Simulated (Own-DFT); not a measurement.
# How strain changes the stress of wurtzite AlN, 128 atoms (Al64N64)

No measurement is shown. These are fixed-geometry runs of a retired plane-wave code named Own-DFT, which no person has reviewed; spin and spin-orbit coupling are neglected.

Method: PBE; PseudoDojo norm-conserving scalar-relativistic files; cutoff 42 hartree; 3 x 3 x 3 k mesh centred on Gamma; Gaussian smearing of 0.01 eV.

Keep in mind: k mesh not checked against a denser one; stress not checked against mesh or cutoff.

Unstrained cell vectors in Å: (12.448, 0.000, 0.000); (-6.224, 10.780, 0.000); (0.000, 0.000, 9.964). The unstrained cell has measured lattice constants (interpolated for alloys), not those of this functional. That, the random moves and any unrelaxed bonds set the pressure at no strain. A uniform strain is put on this cell, atoms riding along. All atoms carry random offsets, Gaussian with a width of 0.05 Å per axis. Strain is the symmetric tensor, in per cent. Stress is positive in tension, and the pressure is minus a third of its trace.

```
run  e_xx (%)  e_yy (%)  e_zz (%)  e_yz (%)  e_xz (%)  e_xy (%)  s_xx (GPa)  s_yy (GPa)  s_zz (GPa)  s_yz (GPa)  s_xz (GPa)  s_xy (GPa)  P (GPa)  E (meV/atom)
  1      0.96      1.53     -0.91      1.97      0.08     -0.10       -1.32        1.51       -7.88        5.24       -0.20        1.31     2.56          19.0
  2     -1.91     -1.00      0.04      0.79      0.24      0.03      -16.94      -12.34       -8.21        1.36        0.12       -1.45    12.50          31.2
  3     -0.95     -1.03      1.47     -1.82     -0.68      1.76      -11.20      -11.35       -0.21       -4.30       -2.48        7.60     7.59          37.0
  4     -0.47     -1.43      0.82     -1.02      1.45     -0.08       -9.27      -11.68       -4.05       -2.13        4.07        0.36     8.33          27.2
  5      1.57     -0.39      1.10      1.96     -0.42      1.03        1.65       -5.16        1.15        5.12       -0.97        2.71     0.79           0.0
  6      0.56      1.69     -0.99      0.85     -1.25     -0.83       -4.18        1.69       -6.64        2.14       -2.68       -2.58     3.04          20.4
  7      1.51     -0.49      0.01      1.15     -0.74     -1.76        1.76       -7.04       -6.86        2.65       -1.76       -6.53     4.05          25.6
  8      0.36      0.35      0.16     -1.96     -1.12      0.62       -2.07       -4.83       -5.22       -5.28       -2.92        1.41     4.04          21.0
  9      0.38     -0.79     -1.87      0.26     -1.93      1.27       -6.99      -12.34      -15.75        1.67       -4.57        4.62    11.69          52.2
 10     -1.35      0.40      1.94      1.20     -0.30      0.10       -9.89       -2.70        1.78        2.68        0.16       -0.42     3.60           4.4
 11     -1.89      1.70      1.96     -0.53      1.09      1.64      -13.05        1.12        3.36       -1.20        3.04        5.14     2.86          20.7
 12     -0.53     -0.64      0.28     -0.28     -1.47      1.43       -9.38       -9.05       -5.26       -1.05       -4.08        5.28     7.90          23.7
 13     -0.08     -1.85     -0.60     -0.29     -0.25     -0.27       -7.49      -15.73      -10.62       -0.21       -0.65       -1.49    11.28          21.6
 14     -1.49      1.08     -0.21      0.62     -0.16      0.55      -12.38       -1.52       -7.14        1.76       -0.15        2.11     7.01          11.4
 15     -1.16      0.57     -0.84     -0.44     -0.09      0.48      -11.32       -6.40       -8.50       -1.52       -0.50        2.16     8.74          19.4
 16     -0.82     -1.39      1.62     -1.80      0.92      1.32           ?           ?           ?           ?           ?           ?        ?             ?
```

E is the free energy for each atom above the lowest run shown.

## What the rows give

Least squares on the runs shown: each stress against a constant and the strains, taken as fractions with shears doubled. Shear strains stay in the fit of a normal stress only where such slopes are resolved. The slopes, in GPa:

```
stress,at no strain,per e_xx,per e_yy,per e_zz,scatter
s_xx,-6.1,495 ± 25,73 ± 23,84 ± 25,1.00
s_yy,-6.2,97 ± 21,476 ± 19,109 ± 21,0.83
s_zz,-5.8,68 ± 24,117 ± 23,453 ± 25,0.99
```

The slope of each shear stress on twice its own strain, from a fit on all six strains: yz 126 ± 6, xz 124 ± 10, xy 188 ± 18 GPa. These are stiffnesses along x, y and z of the frame in which the cell vectors are given, with the crystal's c axis along z: C11, C12, C13 and C33. Hexagonal symmetry asks that xx and yy behave alike, which is a second check on the noise. No internal relaxation is included, and where it is allowed it would reduce some of the slopes. Symmetry asks for nearly equal slopes across the diagonal; the mismatch is a measure of noise. A ninth of the table's sum, 219 ± 6 GPa, estimates the bulk modulus near the mean pressure of these runs, 6.4 GPa, so it lies above the value at zero pressure.

## The run left out

The question: what normal stresses and pressure should run 16 give?

The fit gives s_xx = -9.8, s_yy = -11.8, s_zz = -0.6 and P = 7.4 GPa. The calculation gave -12.32, -11.88, -0.35 and P = 8.18 GPa.
